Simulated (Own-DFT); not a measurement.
# Point defects and the pressure they add: 2H SiC

Everything here is calculated. The program is Own-DFT (plane waves, in-house, since retired, never reviewed by a person); positions were held fixed, and spin and spin-orbit coupling were off.

Method: PBE; PseudoDojo norm-conserving scalar-relativistic files; cutoff 42 hartree; 4 x 4 x 3 k mesh centred on Gamma; Fermi-Dirac smearing of 0.1 eV.

Limits (not all hold for every row): some atoms lie very close together; not probed for a lower state with spin; forces on such cells moved up to 12 meV/angstrom on a denser k mesh; forces on such cells passed a denser k mesh, each cell not checked; stress not checked against mesh or cutoff.

All runs share one cell, with vectors in Å (9.248, 0.000, 0.000); (-4.624, 8.009, 0.000); (0.000, 0.000, 10.068) and a volume of 745.7 Å³. Atoms were moved at random from their sites; u is the rms move along one axis. The defect's site can differ from row to row.

```
                                     cell     formula   u (Å)  P (GPa)
                                no defect     C36Si36  0.0302     3.88
                                no defect     C36Si36  0.0309     3.85
                                no defect     C36Si36  0.0575     5.88
                            one C vacancy     C35Si36  0.0297     3.81
                            one C vacancy     C35Si36  0.0299     3.67
                            one C vacancy     C35Si36  0.0306     3.73
one Al on a Si site and one N on a C site  AlC35NSi35  0.0333     4.43
one Al on a Si site and one N on a C site  AlC35NSi35  0.0503     5.53
one Al on a Si site and one N on a C site  AlC35NSi35  0.0521     5.74
                       one Si on a C site     C35Si37  0.0302    10.76
                       one Si on a C site     C35Si37  0.0310    10.43
                       one Si on a C site     C35Si37  0.0500    12.14
                       one Si on a C site     C35Si37  0.0574        ?
                 two Al on a Si site each  Al2C36Si34  0.0287     5.89
                 two Al on a Si site each  Al2C36Si34  0.0498     7.52
                 two Al on a Si site each  Al2C36Si34  0.0503     7.47
```

## What the rows give

P = P0 + c u² + a shift for each defect gives P0 = 3.01 GPa, c = 888 ± 41 GPa/Å² and a scatter of 0.12 GPa. The shifts, and each times the cell's volume:

- one Si on a C site: 6.81 ± 0.10 GPa, 31.7 eV
- two Al on a Si site each: 2.22 ± 0.10 GPa, 10.4 eV (5.2 eV for each of its 2 sites)
- one Al on a Si site and one N on a C site: 0.34 ± 0.10 GPa, 1.6 eV
- one C vacancy: -0.07 ± 0.10 GPa, -0.3 eV (not resolved)

A positive shift means that the defect pushes the cell outwards. Shift times volume (160.2 GPa Å³ is 1 eV) depends little on the cell's size, so, taken for each site, it can be compared between cells at like pressure. The atoms around the defects weren't relaxed, which would change these numbers.

## Prediction

The question: what pressure belongs in the blank (one Si on a C site, u = 0.0574 Å)?

Estimate: 12.74 ± 0.16 GPa. The calculation gave 12.49 GPa.
